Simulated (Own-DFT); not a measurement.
# Shaking the atoms of zincblende GaP, 64 atoms (Ga32P32)

Calculated results; nothing here was measured. They come from Own-DFT, an in-house plane-wave density functional program, since retired, whose code no person has reviewed. Each row is one single-point run on a periodic cell that was not relaxed, without spin or spin-orbit coupling.

Settings of every run: PBE; PseudoDojo norm-conserving scalar-relativistic files; cutoff 42 hartree; 3 x 3 x 3 k mesh centred on Gamma; Fermi-Dirac smearing of 0.1 eV.

Known limits, some of them of some rows only: some atoms lie very close together; forces on such cells passed a denser k mesh, each cell not checked; stress not checked against mesh or cutoff.

Cell vectors in Å: (10.901, 0.000, 0.000); (0.000, 10.901, 0.000); (0.000, 0.000, 10.901). In each run every atom was moved at random and independently from its ideal site; u is the rms move along one axis. E is the free energy for each atom above the fitted value at u = 0, and F the rms of the force components.

| run | u (Å) | E (meV/atom) | F (eV/Å) | largest force (eV/Å) | P (GPa) |
|---|---|---|---|---|---|
| 1 | 0.0178 | 6.2 | 0.238 | 0.87 | 2.69 |
| 2 | 0.0218 | ? | ? | ? | ? |
| 3 | 0.0510 | 43.6 | 0.692 | 2.55 | 3.25 |
| 4 | 0.0528 | 43.5 | 0.673 | 2.26 | 3.20 |
| 5 | 0.0938 | 172.7 | 1.746 | 9.78 | 5.10 |
| 6 | 0.1021 | 192.7 | 1.673 | 7.49 | 5.46 |
| 7 | 0.1596 | 414.2 | 2.555 | 12.47 | 8.67 |
| 8 | 0.2136 | 765.8 | 3.720 | 15.82 | 13.06 |

## Worked fit

For small independent moves the energy grows as E = (3/2) K u², with K the mean stiffness felt by one atom. The runs with u up to 0.11 Å give K = 11.9 ± 0.7 eV/Å², with residuals divided by u² + 0.0006 Å², since the noise grows with the moves. The scatter is 5.0 meV/atom at u = 0.05 Å. The forces follow F = G u with G = 15.1 eV/Å²; no force at u = 0 is resolved. G exceeds K because the moves of its neighbours add to the force on an atom, and stiffness differs between atoms. At u = 0.214 Å the parabola gives 816 meV/atom and the run 766. The pressure follows P = 2.52 + 285 u² GPa: at fixed volume, shortened bonds push harder than stretched ones pull.

## Withheld run

Question: what energy and rms force should run 2 give?

The fit gives 9 ± 2 meV/atom and about 0.33 eV/Å. The calculation gave 8.9 meV/atom and 0.291 eV/Å.
